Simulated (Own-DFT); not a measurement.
Simulation results for GaN (wurtzite, strained, atoms displaced)

All values are calculated (Own-DFT development build). A calculation, not a measurement: plane-wave PBE density functional theory by an unreviewed code, no spin, of a simulated periodic cell, stress positive in tension, free energy of the whole cell less one offset for each atom, forces on such cells passed a denser k mesh, this cell's mesh not checked; offsets are fitted by least squares, one for each functional and potential file, so energies compare only between cells with the same atoms and settings and are not formation energies; the far tail of each file's local potential was reset to the Coulomb form; each entry is a single point on an unrelaxed cell, so the pressure reflects the starting lattice, mostly measured values (interpolated for alloys), from which strain is counted, and rises with the displacements; printed positions are rounded, which can move forces by about a meV/angstrom; the program, named Own-DFT, is a retired in-house code; no spin-orbit coupling.

Settings shared by all entries: functional PBE; potential files PseudoDojo norm-conserving, scalar-relativistic, standard set with the stringent files for Ga; wave cutoff 96 hartree; occupations Gaussian; smearing width 0.01 eV; k mesh 3 x 4 x 3 centred on Gamma.

```yaml
- entry: 1
  formula: GaN
  kind: "wurtzite, strained, atoms displaced"
  structure:
    cell_angstrom: [[12.756, 0.0, 0.0], [-4.7835, 8.2853, 0.0], [0.0, 0.0, 10.6033]]
    atoms_fractional:
      - [Ga, 0.08255, 0.21397, 0.99236]
      - [Ga, 0.16774, 0.10591, 0.2478]
      - ["N", 0.0849, 0.22137, 0.18899]
      - ["N", 0.16151, 0.10628, 0.43522]
      - [Ga, 0.08097, 0.22569, 0.50941]
      - [Ga, 0.16852, 0.11522, 0.74865]
      - ["N", 0.08557, 0.22038, 0.6914]
      - ["N", 0.16527, 0.1074, 0.93528]
      - [Ga, 0.08164, 0.55596, 0.99711]
      - [Ga, 0.16504, 0.44017, 0.25272]
      - ["N", 0.08349, 0.55584, 0.18174]
      - ["N", 0.16974, 0.44799, 0.43783]
      - [Ga, 0.07881, 0.54553, 0.49983]
      - [Ga, 0.17391, 0.46222, 0.74515]
      - ["N", 0.07918, 0.55044, 0.69334]
      - ["N", 0.16835, 0.45222, 0.93914]
      - [Ga, 0.08675, 0.89046, 0.00191]
      - [Ga, 0.1714, 0.77371, 0.25014]
      - ["N", 0.08768, 0.89396, 0.19018]
      - ["N", 0.17673, 0.78516, 0.44199]
      - [Ga, 0.08052, 0.8937, 0.49993]
      - [Ga, 0.16485, 0.77583, 0.74862]
      - ["N", 0.08485, 0.89246, 0.68072]
      - ["N", 0.16809, 0.7777, 0.94093]
      - [Ga, 0.33854, 0.22072, 0.99986]
      - [Ga, 0.42007, 0.11695, 0.24965]
      - ["N", 0.33503, 0.22437, 0.18835]
      - ["N", 0.41867, 0.10078, 0.43102]
      - [Ga, 0.33766, 0.2335, 0.49874]
      - [Ga, 0.41825, 0.11495, 0.74954]
      - ["N", 0.33293, 0.22813, 0.6894]
      - ["N", 0.41736, 0.10738, 0.93615]
      - [Ga, 0.33738, 0.55195, 0.9969]
      - [Ga, 0.41465, 0.4466, 0.2523]
      - ["N", 0.33412, 0.549, 0.19038]
      - ["N", 0.42109, 0.44954, 0.439]
      - [Ga, 0.33518, 0.55706, 0.50547]
      - [Ga, 0.41947, 0.44496, 0.74681]
      - ["N", 0.33572, 0.55794, 0.69165]
      - ["N", 0.42109, 0.43845, 0.93447]
      - [Ga, 0.32438, 0.87978, 0.009]
      - [Ga, 0.41277, 0.77465, 0.25217]
      - ["N", 0.32699, 0.89227, 0.19006]
      - ["N", 0.4154, 0.77469, 0.43898]
      - [Ga, 0.33063, 0.88264, 0.49642]
      - [Ga, 0.41512, 0.77049, 0.75168]
      - ["N", 0.33405, 0.89543, 0.67919]
      - ["N", 0.42195, 0.77823, 0.93644]
      - [Ga, 0.58425, 0.22595, 0.00213]
      - [Ga, 0.66568, 0.10368, 0.25208]
      - ["N", 0.5856, 0.21818, 0.1939]
      - ["N", 0.66772, 0.11308, 0.44111]
      - [Ga, 0.58661, 0.22947, 0.50118]
      - [Ga, 0.67208, 0.11578, 0.75376]
      - ["N", 0.58641, 0.22227, 0.68067]
      - ["N", 0.67341, 0.12322, 0.93825]
      - [Ga, 0.57952, 0.56225, 0.00065]
      - [Ga, 0.67669, 0.4591, 0.2418]
      - ["N", 0.58122, 0.55613, 0.18822]
      - ["N", 0.67804, 0.45277, 0.43442]
      - [Ga, 0.58201, 0.55886, 0.49602]
      - [Ga, 0.66108, 0.44688, 0.74909]
      - ["N", 0.57773, 0.55252, 0.69077]
      - ["N", 0.67004, 0.44071, 0.93395]
      - [Ga, 0.58056, 0.88977, 0.9988]
      - [Ga, 0.66402, 0.7724, 0.25425]
      - ["N", 0.58395, 0.88777, 0.18577]
      - ["N", 0.66429, 0.77224, 0.44013]
      - [Ga, 0.59106, 0.89835, 0.49819]
      - [Ga, 0.67199, 0.77728, 0.74458]
      - ["N", 0.59061, 0.89837, 0.68401]
      - ["N", 0.66522, 0.77768, 0.93689]
      - [Ga, 0.83139, 0.22573, 0.99697]
      - [Ga, 0.91165, 0.09848, 0.25175]
      - ["N", 0.83571, 0.22121, 0.19167]
      - ["N", 0.91975, 0.11263, 0.43972]
      - [Ga, 0.83288, 0.21648, 0.50164]
      - [Ga, 0.91205, 0.10778, 0.7535]
      - ["N", 0.8301, 0.21662, 0.68511]
      - ["N", 0.91258, 0.10589, 0.93565]
      - [Ga, 0.82503, 0.54195, 0.99894]
      - [Ga, 0.91302, 0.45133, 0.25151]
      - ["N", 0.82268, 0.53816, 0.20048]
      - ["N", 0.91425, 0.44941, 0.43587]
      - [Ga, 0.83189, 0.54955, 0.49282]
      - [Ga, 0.91866, 0.44225, 0.74417]
      - ["N", 0.83444, 0.55277, 0.68432]
      - ["N", 0.91704, 0.44379, 0.94114]
      - [Ga, 0.83551, 0.88531, 0.99791]
      - [Ga, 0.90799, 0.77855, 0.25189]
      - ["N", 0.83174, 0.89744, 0.18081]
      - ["N", 0.91059, 0.77321, 0.43822]
      - [Ga, 0.82794, 0.88735, 0.5]
      - [Ga, 0.91168, 0.77174, 0.75145]
      - ["N", 0.83292, 0.88663, 0.69572]
      - ["N", 0.92427, 0.78688, 0.93974]
  results:
    "free_energy_of_cell_above_offsets [eV]": "-5.559"
    "pressure [GPa]": 2.87
    "stress_xx [GPa]": -6.35
    "stress_yy [GPa]": -4.66
    "stress_zz [GPa]": 2.4
    "stress_yz [GPa]": -0.22
    "stress_xz [GPa]": -0.37
    "stress_xy [GPa]": -1.31
    force_element: [Ga, Ga, "N", "N", Ga, Ga, "N", "N", Ga, Ga, "N", "N", Ga, Ga, "N", "N", Ga, Ga, "N", "N", Ga, Ga, "N", "N", Ga, Ga, "N", "N", Ga, Ga, "N", "N", Ga, Ga, "N", "N", Ga, Ga, "N", "N", Ga, Ga, "N", "N", Ga, Ga, "N", "N", Ga, Ga, "N", "N", Ga, Ga, "N", "N", Ga, Ga, "N", "N", Ga, Ga, "N", "N", Ga, Ga, "N", "N", Ga, Ga, "N", "N", Ga, Ga, "N", "N", Ga, Ga, "N", "N", Ga, Ga, "N", "N", Ga, Ga, "N", "N", Ga, Ga, "N", "N", Ga, Ga, "N", "N"]
    "force_x [eV/angstrom]": [-0.794, -0.59, -0.296, 0.405, 1.198, 0.236, -1.329, 1.019, 0.309, -0.277, -0.24, -0.054, -0.168, 0.007, 0.498, 0.823, -0.037, -2.058, -0.65, -2.968, 0.857, 0.045, -0.366, -0.669, -0.805, 0.042, 0.169, -0.664, 0.114, 0.259, 0.691, 0.154, -0.643, 0.861, -1.125, -0.747, -0.147, -0.96, 0.365, -0.968, 1.545, 0.284, 2.237, 0.961, 1.371, 0.075, 0.4, -1.387, 0.004, 0.287, -0.386, 0.33, -0.277, -1.167, -0.583, -1.115, 1.286, -5.047, 0.376, -3.106, 1.632, 1.673, 0.977, -1.954, 1.156, -0.332, -0.456, -0.182, -1.305, -1.967, -0.194, 0.356, 1.628, 0.438, -0.437, -0.6, -0.423, 0.831, 0.952, 0.04, 1.333, 2.767, 3.145, 1.869, 0.209, -1.456, -0.613, -0.251, -0.976, 1.485, 0.24, 0.1, 1.259, 1.376, 0.465, -0.371]
    "force_y [eV/angstrom]": [1.258, 1.201, -0.574, 1.692, -0.464, -0.945, 1.098, 0.479, -0.201, -0.119, -0.197, -0.565, 1.765, -2.376, 0.955, -0.849, -0.066, -0.287, -2.023, -2.268, -0.895, 1.134, -0.545, -0.202, -0.323, -0.198, 0.192, 1.825, -2.404, -0.495, -0.299, -0.245, -0.112, -0.813, 1.065, -0.133, 0.299, -0.409, -0.386, 0.292, 0.959, 0.238, 0.086, 0.162, 1.427, 2.629, -1.023, -0.479, -0.851, 1.026, 0.955, 0.284, -0.514, -0.392, 0.451, -1.535, -0.364, -3.934, -0.087, -1.129, -1.055, -0.737, 1.052, 0.503, 0.892, 0.793, -0.665, 1.22, -0.978, -0.004, -1.229, 0.287, -0.407, 3.039, 0.167, -0.67, 0.743, 0.454, 0.857, 0.619, 1.818, -1.768, 4.588, -1.281, 1.624, -0.536, -0.024, 0.317, 0.332, 0.242, -2.641, 0.77, 0.165, 0.392, 0.286, -1.938]
    "force_z [eV/angstrom]": [1.083, 0.641, -0.525, 0.35, -1.006, 0.223, 0.02, -0.074, 0.586, -0.83, 1.076, 0.622, -0.143, 1.646, -1.405, -0.779, 0.461, 1.078, -0.411, -1.127, -0.46, -0.184, 1.372, -1.129, 0.189, 0.221, -0.292, 0.995, -0.071, -0.397, -0.745, 0.292, 0.51, -0.001, -0.757, -0.285, -0.584, 1.041, -0.879, -0.034, -0.992, -0.161, -0.433, -0.227, 0.804, -0.434, 1.559, 0.224, 0.475, 0.037, -1.143, -0.795, -1.091, -0.306, 1.432, -0.29, 0.005, 2.408, -0.215, -0.364, 0.912, -0.358, -1.364, 0.205, 0.183, -0.837, 0.391, -0.627, 0.615, 1.076, 0.585, -0.306, 1.578, 0.039, -0.337, -0.006, -0.597, -0.172, 0.153, 0.267, 0.382, 0.002, -3.639, 0.227, 1.856, 1.113, 0.239, -1.03, -0.255, -0.255, 0.636, -0.28, 0.723, -0.143, -1.608, -0.145]
- entry: 2
  formula: GaN
  kind: "wurtzite, strained, atoms displaced"
  structure:
    cell_angstrom: [[12.756, 0.0, 0.0], [-4.7835, 8.2853, 0.0], [0.0, 0.0, 10.6033]]
    atoms_fractional:
      - [Ga, 0.08156, 0.21993, 0.0017]
      - [Ga, 0.16602, 0.11, 0.25048]
      - ["N", 0.08866, 0.22612, 0.18678]
      - ["N", 0.15392, 0.09743, 0.4458]
      - [Ga, 0.08311, 0.23357, 0.50277]
      - [Ga, 0.16462, 0.11058, 0.74196]
      - ["N", 0.08567, 0.2282, 0.69196]
      - ["N", 0.15503, 0.10971, 0.9368]
      - [Ga, 0.09475, 0.56309, 0.00356]
      - [Ga, 0.16467, 0.44082, 0.24352]
      - ["N", 0.08797, 0.56008, 0.18935]
      - ["N", 0.16192, 0.4398, 0.43711]
      - [Ga, 0.08772, 0.55708, 0.49734]
      - [Ga, 0.16968, 0.44893, 0.7454]
      - ["N", 0.08113, 0.55687, 0.70455]
      - ["N", 0.16987, 0.44041, 0.93954]
      - [Ga, 0.08257, 0.88705, 0.99081]
      - [Ga, 0.167, 0.76918, 0.23999]
      - ["N", 0.08694, 0.89277, 0.19114]
      - ["N", 0.16824, 0.78356, 0.43736]
      - [Ga, 0.09141, 0.89239, 0.50074]
      - [Ga, 0.16587, 0.77851, 0.74989]
      - ["N", 0.08304, 0.88475, 0.68865]
      - ["N", 0.16205, 0.76114, 0.94905]
      - [Ga, 0.33393, 0.21824, 0.00016]
      - [Ga, 0.4114, 0.10539, 0.24825]
      - ["N", 0.33485, 0.23719, 0.18898]
      - ["N", 0.41924, 0.1035, 0.44194]
      - [Ga, 0.33844, 0.22006, 0.49439]
      - [Ga, 0.41468, 0.10377, 0.75256]
      - ["N", 0.32539, 0.22365, 0.69415]
      - ["N", 0.41688, 0.1126, 0.93153]
      - [Ga, 0.32566, 0.55965, 0.0007]
      - [Ga, 0.41636, 0.44213, 0.25032]
      - ["N", 0.3352, 0.54637, 0.19112]
      - ["N", 0.4218, 0.45479, 0.43827]
      - [Ga, 0.34478, 0.56413, 0.49419]
      - [Ga, 0.42094, 0.44969, 0.75083]
      - ["N", 0.33226, 0.54663, 0.68637]
      - ["N", 0.4092, 0.44269, 0.9317]
      - [Ga, 0.33523, 0.88622, 0.00452]
      - [Ga, 0.41476, 0.77928, 0.25201]
      - ["N", 0.33792, 0.8884, 0.19032]
      - ["N", 0.42144, 0.77563, 0.43885]
      - [Ga, 0.33881, 0.89547, 0.49452]
      - [Ga, 0.41224, 0.77155, 0.74644]
      - ["N", 0.33019, 0.88591, 0.69555]
      - ["N", 0.41577, 0.76917, 0.93922]
      - [Ga, 0.58121, 0.21956, 0.99512]
      - [Ga, 0.67134, 0.11896, 0.253]
      - ["N", 0.58958, 0.21451, 0.19093]
      - ["N", 0.66564, 0.11118, 0.44216]
      - [Ga, 0.58012, 0.23661, 0.49067]
      - [Ga, 0.67002, 0.09988, 0.74768]
      - ["N", 0.58737, 0.21834, 0.69855]
      - ["N", 0.66541, 0.10374, 0.93159]
      - [Ga, 0.57824, 0.55501, 0.00112]
      - [Ga, 0.66524, 0.43986, 0.24185]
      - ["N", 0.57981, 0.55608, 0.1846]
      - ["N", 0.67149, 0.44409, 0.44457]
      - [Ga, 0.58211, 0.55386, 0.49278]
      - [Ga, 0.67006, 0.44591, 0.74089]
      - ["N", 0.58, 0.55956, 0.69341]
      - ["N", 0.67095, 0.45481, 0.93365]
      - [Ga, 0.58431, 0.88289, 0.00618]
      - [Ga, 0.66144, 0.77477, 0.25648]
      - ["N", 0.58581, 0.89277, 0.19276]
      - ["N", 0.66624, 0.77278, 0.43654]
      - [Ga, 0.57681, 0.87775, 0.49731]
      - [Ga, 0.66251, 0.7773, 0.75351]
      - ["N", 0.58295, 0.89108, 0.68758]
      - ["N", 0.66745, 0.77775, 0.94607]
      - [Ga, 0.83843, 0.22503, 0.0029]
      - [Ga, 0.91056, 0.10013, 0.25058]
      - ["N", 0.82403, 0.21099, 0.19442]
      - ["N", 0.90711, 0.10085, 0.44033]
      - [Ga, 0.82867, 0.2201, 0.49925]
      - [Ga, 0.92035, 0.10997, 0.75802]
      - ["N", 0.83731, 0.2268, 0.68175]
      - ["N", 0.91341, 0.10604, 0.94554]
      - [Ga, 0.82927, 0.54484, 0.99997]
      - [Ga, 0.91894, 0.45349, 0.24958]
      - ["N", 0.83332, 0.55586, 0.19136]
      - ["N", 0.91583, 0.44299, 0.43429]
      - [Ga, 0.8305, 0.55877, 0.50187]
      - [Ga, 0.91841, 0.44653, 0.75633]
      - ["N", 0.83647, 0.55496, 0.68496]
      - ["N", 0.90912, 0.44024, 0.93804]
      - [Ga, 0.83461, 0.89246, 0.99182]
      - [Ga, 0.91501, 0.77248, 0.25339]
      - ["N", 0.83157, 0.8869, 0.18726]
      - ["N", 0.91971, 0.77547, 0.43784]
      - [Ga, 0.82217, 0.87956, 0.49576]
      - [Ga, 0.91615, 0.78207, 0.74551]
      - ["N", 0.83491, 0.88664, 0.67965]
      - ["N", 0.92102, 0.78352, 0.9466]
  results:
    "free_energy_of_cell_above_offsets [eV]": "-3.706"
    "pressure [GPa]": 3.49
    "stress_xx [GPa]": -5.27
    "stress_yy [GPa]": -8.13
    "stress_zz [GPa]": 2.93
    "stress_yz [GPa]": 0.21
    "stress_xz [GPa]": -0.28
    "stress_xy [GPa]": -0.16
    force_element: [Ga, Ga, "N", "N", Ga, Ga, "N", "N", Ga, Ga, "N", "N", Ga, Ga, "N", "N", Ga, Ga, "N", "N", Ga, Ga, "N", "N", Ga, Ga, "N", "N", Ga, Ga, "N", "N", Ga, Ga, "N", "N", Ga, Ga, "N", "N", Ga, Ga, "N", "N", Ga, Ga, "N", "N", Ga, Ga, "N", "N", Ga, Ga, "N", "N", Ga, Ga, "N", "N", Ga, Ga, "N", "N", Ga, Ga, "N", "N", Ga, Ga, "N", "N", Ga, Ga, "N", "N", Ga, Ga, "N", "N", Ga, Ga, "N", "N", Ga, Ga, "N", "N", Ga, Ga, "N", "N", Ga, Ga, "N", "N"]
    "force_x [eV/angstrom]": [-0.134, -0.348, -1.115, 1.14, -0.265, -0.565, -0.536, 2.594, -1.061, 0.547, -0.268, 1.295, -1.384, -0.198, 0.954, -1.788, 0.509, -1.098, 0.257, 1.707, -1.552, -0.03, -0.151, 0.09, -1.556, 0.557, 1.163, -1.206, -2.077, -0.055, 2.622, -0.261, 2.364, 0.429, -1.734, 0.448, -2.18, -0.732, -0.316, 0.686, 0.049, 1.872, -1.006, -2.047, -0.423, 0.489, 0.425, -0.372, 1.193, -0.055, -3.248, -1.138, 2.645, -0.417, -1.217, 0.072, 0.191, -0.197, 0.812, -1.858, 0.925, -0.411, 1.477, -0.868, -0.585, 0.831, -0.661, -1.454, 1.609, 0.751, -0.131, -0.086, -1.503, 0.316, 2.551, 0.751, 0.654, -0.812, 0.368, 0.214, -0.441, 0.39, -0.229, 0.17, 2.248, -0.695, -0.337, 1.86, 0.3, -0.038, 0.037, -0.708, 2.558, 0.507, -1.15, -0.93]
    "force_y [eV/angstrom]": [0.373, -0.085, -1.05, 3.541, -2.629, -0.206, -0.475, -0.485, -4.047, 0.148, -1.798, 1.65, 0.111, -0.369, 0.125, -0.145, 0.514, 2.496, -0.865, -0.835, -1.817, -0.346, 0.459, 4.598, 0.783, 1.289, -3.228, 1.822, 0.096, 1.485, 0.08, -0.968, -1.214, 1.435, 1.786, -2.238, -1.774, -1.393, 1.503, 0.12, 0.139, -0.898, 0.052, 0.504, -2.493, 0.11, -0.139, 1.511, 0.514, -2.214, 1.056, -0.523, -2.712, 2.138, 0.161, 0.229, -0.404, 0.435, -0.44, 1.326, 0.298, -0.275, -0.176, -1.266, 0.903, 0.499, -0.582, -0.568, 2.495, 0.332, -1.898, -0.225, -0.802, 0.949, 2.415, 0.925, 0.31, 0.353, -0.552, 1.545, 1.841, -1.588, -0.377, 0.577, 0.182, -0.904, 0.514, 0.206, -1.612, 1.298, -0.904, 0.224, 1.26, -0.915, 0.327, -1.608]
    "force_z [eV/angstrom]": [0.367, 0.618, 0.155, -1.383, 0.303, 1.216, -0.541, -0.572, 0.146, 1.158, -0.694, -0.643, 0.647, 1.064, -2.003, -0.477, 1.608, 1.606, -0.767, -0.539, 0.606, 0.853, -0.026, -1.883, -0.736, -0.024, -0.304, -1.702, 1.442, -1.001, -1.554, 1.929, 0.658, 0.452, -0.35, -0.844, 1.434, 0.329, -0.943, 1.445, -1.027, -0.298, -0.451, -0.867, 1.633, 0.67, -1.403, -0.296, -0.304, 1.565, -1.142, -0.449, 2.403, 0.213, -1.511, 1.208, -0.749, 0.502, 0.819, -1.94, 1.67, 1.096, -1.617, 0.374, -0.097, -1.577, -0.001, 0.008, 0.951, 0.148, -0.761, -1.38, 0.378, 0.596, -1.543, -0.463, -0.037, -1.366, 1.415, -1.207, 0.403, 0.56, -0.919, 0.474, -0.011, -0.664, 0.421, 0.619, 2.085, -0.29, -0.07, 0.247, 0.505, 0.774, 1.376, -1.721]
- entry: 3
  formula: GaN
  kind: "wurtzite, strained, atoms displaced"
  structure:
    cell_angstrom: [[12.756, 0.0, 0.0], [-4.7835, 8.2853, 0.0], [0.0, 0.0, 10.6033]]
    atoms_fractional:
      - [Ga, 0.0811, 0.22138, 0.99846]
      - [Ga, 0.1662, 0.1076, 0.24512]
      - ["N", 0.08037, 0.21737, 0.18593]
      - ["N", 0.16206, 0.11578, 0.44676]
      - [Ga, 0.07676, 0.21658, 0.49667]
      - [Ga, 0.17007, 0.10924, 0.75424]
      - ["N", 0.08592, 0.216, 0.68636]
      - ["N", 0.16781, 0.11331, 0.93568]
      - [Ga, 0.08528, 0.56283, 0.00353]
      - [Ga, 0.1688, 0.44184, 0.25366]
      - ["N", 0.07607, 0.55067, 0.19128]
      - ["N", 0.16699, 0.44205, 0.43786]
      - [Ga, 0.08149, 0.54466, 0.49252]
      - [Ga, 0.16589, 0.43741, 0.75568]
      - ["N", 0.08326, 0.54847, 0.6939]
      - ["N", 0.16923, 0.4447, 0.94027]
      - [Ga, 0.07726, 0.88985, 0.99679]
      - [Ga, 0.16164, 0.7785, 0.23925]
      - ["N", 0.09158, 0.89718, 0.18424]
      - ["N", 0.16295, 0.77421, 0.44252]
      - [Ga, 0.08197, 0.89477, 0.49357]
      - [Ga, 0.17061, 0.77378, 0.73915]
      - ["N", 0.08565, 0.89437, 0.69515]
      - ["N", 0.16062, 0.77493, 0.94376]
      - [Ga, 0.34006, 0.22544, 0.0032]
      - [Ga, 0.41333, 0.11151, 0.24976]
      - ["N", 0.33528, 0.22346, 0.188]
      - ["N", 0.42701, 0.11096, 0.4417]
      - [Ga, 0.33349, 0.2225, 0.50962]
      - [Ga, 0.41426, 0.11383, 0.75061]
      - ["N", 0.33894, 0.22367, 0.69506]
      - ["N", 0.41459, 0.10574, 0.939]
      - [Ga, 0.32807, 0.54733, 0.00358]
      - [Ga, 0.41446, 0.44107, 0.25529]
      - ["N", 0.334, 0.5576, 0.19764]
      - ["N", 0.42208, 0.4445, 0.432]
      - [Ga, 0.33268, 0.54643, 0.50417]
      - [Ga, 0.41137, 0.43335, 0.75088]
      - ["N", 0.33543, 0.54855, 0.68806]
      - ["N", 0.41972, 0.44563, 0.93407]
      - [Ga, 0.33382, 0.89158, 0.99698]
      - [Ga, 0.41701, 0.7819, 0.24765]
      - ["N", 0.3375, 0.89507, 0.18664]
      - ["N", 0.41651, 0.78093, 0.4439]
      - [Ga, 0.32548, 0.88058, 0.5014]
      - [Ga, 0.42229, 0.77613, 0.75565]
      - ["N", 0.32793, 0.89037, 0.6878]
      - ["N", 0.41559, 0.78165, 0.94575]
      - [Ga, 0.58748, 0.23032, 0.00731]
      - [Ga, 0.66745, 0.10421, 0.25196]
      - ["N", 0.58295, 0.2183, 0.19102]
      - ["N", 0.66423, 0.10078, 0.44049]
      - [Ga, 0.58345, 0.21857, 0.50602]
      - [Ga, 0.67262, 0.11676, 0.74467]
      - ["N", 0.58404, 0.22317, 0.68836]
      - ["N", 0.66629, 0.11321, 0.9312]
      - [Ga, 0.58026, 0.5602, 0.99709]
      - [Ga, 0.67456, 0.45204, 0.25294]
      - ["N", 0.58821, 0.56152, 0.18551]
      - ["N", 0.65884, 0.43174, 0.44456]
      - [Ga, 0.58347, 0.55607, 0.50153]
      - [Ga, 0.66468, 0.44678, 0.74347]
      - ["N", 0.58328, 0.55436, 0.69574]
      - ["N", 0.65659, 0.43721, 0.93906]
      - [Ga, 0.5814, 0.88684, 0.99834]
      - [Ga, 0.66315, 0.77735, 0.25037]
      - ["N", 0.58455, 0.90026, 0.18369]
      - ["N", 0.6716, 0.78776, 0.44306]
      - [Ga, 0.57553, 0.89013, 0.50047]
      - [Ga, 0.66866, 0.7701, 0.74965]
      - ["N", 0.58897, 0.89467, 0.68905]
      - ["N", 0.66663, 0.77838, 0.94018]
      - [Ga, 0.83403, 0.21928, 0.0007]
      - [Ga, 0.90868, 0.11156, 0.24935]
      - ["N", 0.83487, 0.21678, 0.18473]
      - ["N", 0.91775, 0.12124, 0.43422]
      - [Ga, 0.83601, 0.2236, 0.50057]
      - [Ga, 0.92153, 0.10616, 0.7503]
      - ["N", 0.83198, 0.22509, 0.68929]
      - ["N", 0.92056, 0.10484, 0.93279]
      - [Ga, 0.8345, 0.56037, 0.99235]
      - [Ga, 0.91752, 0.44128, 0.2535]
      - ["N", 0.8384, 0.559, 0.1857]
      - ["N", 0.91564, 0.43688, 0.44392]
      - [Ga, 0.82667, 0.5587, 0.49844]
      - [Ga, 0.92525, 0.45296, 0.759]
      - ["N", 0.8283, 0.55232, 0.68801]
      - ["N", 0.92085, 0.46096, 0.93708]
      - [Ga, 0.83619, 0.89276, 0.00304]
      - [Ga, 0.90877, 0.7686, 0.24885]
      - ["N", 0.83683, 0.89172, 0.19403]
      - ["N", 0.91367, 0.77174, 0.43217]
      - [Ga, 0.82979, 0.8832, 0.49849]
      - [Ga, 0.91099, 0.77735, 0.73893]
      - ["N", 0.83652, 0.88896, 0.68378]
      - ["N", 0.9156, 0.77887, 0.93384]
  results:
    "free_energy_of_cell_above_offsets [eV]": "-6.227"
    "pressure [GPa]": 2.75
    "stress_xx [GPa]": -4.9
    "stress_yy [GPa]": -5.9
    "stress_zz [GPa]": 2.57
    "stress_yz [GPa]": -0.13
    "stress_xz [GPa]": -0.44
    "stress_xy [GPa]": 0.02
    force_element: [Ga, Ga, "N", "N", Ga, Ga, "N", "N", Ga, Ga, "N", "N", Ga, Ga, "N", "N", Ga, Ga, "N", "N", Ga, Ga, "N", "N", Ga, Ga, "N", "N", Ga, Ga, "N", "N", Ga, Ga, "N", "N", Ga, Ga, "N", "N", Ga, Ga, "N", "N", Ga, Ga, "N", "N", Ga, Ga, "N", "N", Ga, Ga, "N", "N", Ga, Ga, "N", "N", Ga, Ga, "N", "N", Ga, Ga, "N", "N", Ga, Ga, "N", "N", Ga, Ga, "N", "N", Ga, Ga, "N", "N", Ga, Ga, "N", "N", Ga, Ga, "N", "N", Ga, Ga, "N", "N", Ga, Ga, "N", "N"]
    "force_x [eV/angstrom]": [0.881, -0.478, -0.01, 1.906, -0.04, -0.393, -0.363, 0.296, 0.117, -0.847, 1.606, 0.594, -0.496, 0.13, 0.623, -1.076, 1.083, 1.603, -1.857, -0.551, 0.509, -2.007, -0.036, 0.839, -0.688, 1.304, -0.549, -2.903, 0.697, 2.065, -1.378, 0.227, 0.943, 0.774, 0.235, -0.769, -0.167, 0.523, -0.68, -1.163, -0.966, -0.026, -0.816, -0.523, 0.665, -0.636, 2.262, 0.49, 0.071, -0.818, 0.203, 0.255, 0.826, -0.93, -0.381, 0.427, 1.123, -0.9, -0.567, 0.406, 0.13, 0.734, -1.022, 0.924, 0.163, 0.157, 0.615, -1.298, 1.445, -0.836, -0.185, 0.327, -0.506, 2.478, -1.658, 0.248, -1.11, -1.071, 1.996, -1.176, -1.293, -0.809, -0.058, -1.155, 1.332, -1.299, 0.918, 0.849, -0.228, 1.05, -0.81, -0.176, 0.643, 2.057, -1.271, -0.775]
    "force_y [eV/angstrom]": [0.053, 1.127, 0.47, -0.236, 0.991, 0.096, 0.609, 0.328, -0.794, -0.262, 0.447, -0.276, 1.119, 0.15, 0.367, -0.205, 0.248, -0.303, -1.12, -0.1, -0.978, -0.325, -1.357, 1.01, -0.529, 0.126, 0.269, -0.786, -0.455, -0.977, -0.519, 1.248, 1.04, 0.576, -0.239, -0.387, 1.009, 1.843, 0.477, -0.271, -0.458, 0.248, -0.919, -1.61, 1.084, 0.351, 0.251, -1.464, -1.586, 1.635, 0.965, 1.806, -0.574, -0.343, -0.236, 0.043, -0.388, -1.297, -0.712, 1.92, 0.425, -1.265, -0.194, 1.77, 1.132, 0.573, -2.263, -1.686, -0.411, 1.593, -1.115, 0.501, 0.355, -0.392, 1.184, -1.76, -0.907, 0.72, 0.509, 0.834, -0.428, -0.386, -1.072, 1.283, -1.308, -0.994, 0.568, -2.003, -0.937, 1.606, -0.422, 0.761, 1.564, -0.327, 0.141, 0.15]
    "force_z [eV/angstrom]": [0.501, 0.827, 0.203, -1.626, 0.981, -0.137, 0.038, 0.829, 0.069, -0.43, -0.324, 0.034, 1.358, -0.652, -1.248, 0.032, -0.181, 1.233, -0.127, -1.084, 1.281, 1.704, -1.454, -0.923, -0.529, 0.97, 0.075, -0.49, -1.137, 0.763, -1.343, -0.291, 0.341, -1.208, -1.209, 1.892, -0.575, 0.645, 0.333, 0.75, 0.641, 0.815, -0.007, -0.995, -0.056, -0.397, -0.027, -0.987, -0.538, 0.585, 0.262, -0.571, -0.058, 0.982, 0.172, 0.995, 0.608, -0.272, 0.468, -1.09, 0.233, 1.522, -1.585, -0.639, -0.15, 0.178, 0.125, -0.933, 1.03, 0.379, 0.037, -0.518, -1.061, 0.69, -0.236, 0.05, 1.064, -0.566, -0.146, 0.514, 0.632, 0.212, -0.205, -1.222, 0.739, -1.349, -0.397, 0.782, 0.155, -0.089, -0.885, 0.452, -0.107, 1.364, -0.339, -0.155]
```
